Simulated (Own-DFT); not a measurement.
# Energy and forces against displacement in beta-Si3N4, 112 atoms (N64Si48)

All numbers below are calculated, not measured. They come from Own-DFT, an in-house plane-wave density functional program, since retired, whose code no person has reviewed. Each row is one single-point run on a periodic cell that was not relaxed, without spin or spin-orbit coupling.

Settings of every run: PBE; PseudoDojo norm-conserving scalar-relativistic files; cutoff 42 hartree; 2 x 2 x 4 k mesh centred on Gamma; Fermi-Dirac smearing of 0.1 eV.

Known limits, some of them of some rows only: some atoms lie very close together; forces on such cells moved up to 12 meV/angstrom on a denser k mesh; stress not checked against mesh or cutoff.

Cell vectors in Å: (15.212, 0.000, 0.000); (-7.606, 13.174, 0.000); (0.000, 0.000, 5.818). In each run every atom was moved at random and independently from its ideal site; u is the rms move along one axis. E is the free energy for each atom above the fitted value at u = 0, and F the rms of the force components.

| run | u (Å) | E (meV/atom) | F (eV/Å) | largest force (eV/Å) | P (GPa) |
|---|---|---|---|---|---|
| 1 | 0.0201 | 17.6 | 0.815 | 2.96 | 5.44 |
| 2 | 0.0201 | ? | ? | ? | ? |
| 3 | 0.0469 | 108.2 | 2.015 | 9.07 | 8.11 |
| 4 | 0.0507 | 124.8 | 2.147 | 10.75 | 8.25 |
| 5 | 0.0968 | 440.9 | 4.141 | 21.41 | 15.94 |
| 6 | 0.1053 | 472.5 | 4.475 | 21.99 | 17.21 |
| 7 | 0.1474 | 1022.2 | 8.042 | 39.64 | 32.61 |

## Worked fit

For small independent moves the energy grows as E = (3/2) K u², with K the mean stiffness felt by one atom. The runs with u up to 0.11 Å give K = 30.9 ± 1.2 eV/Å², with residuals divided by u² + 0.0006 Å², since the noise grows with the moves. The scatter is 8.5 meV/atom at u = 0.05 Å. The forces follow F = G u with G = 42.2 eV/Å²; no force at u = 0 is resolved. G exceeds K because the moves of its neighbours add to the force on an atom, and stiffness differs between atoms. At u = 0.147 Å the parabola gives 1007 meV/atom and the run 1022. The pressure follows P = 5.37 + 1097 u² GPa: at fixed volume, shortened bonds push harder than stretched ones pull.

## Withheld run

Question: what energy and rms force should run 2 give?

The fit gives 19 ± 3 meV/atom and about 0.85 eV/Å. The calculation gave 20.2 meV/atom and 0.879 eV/Å.
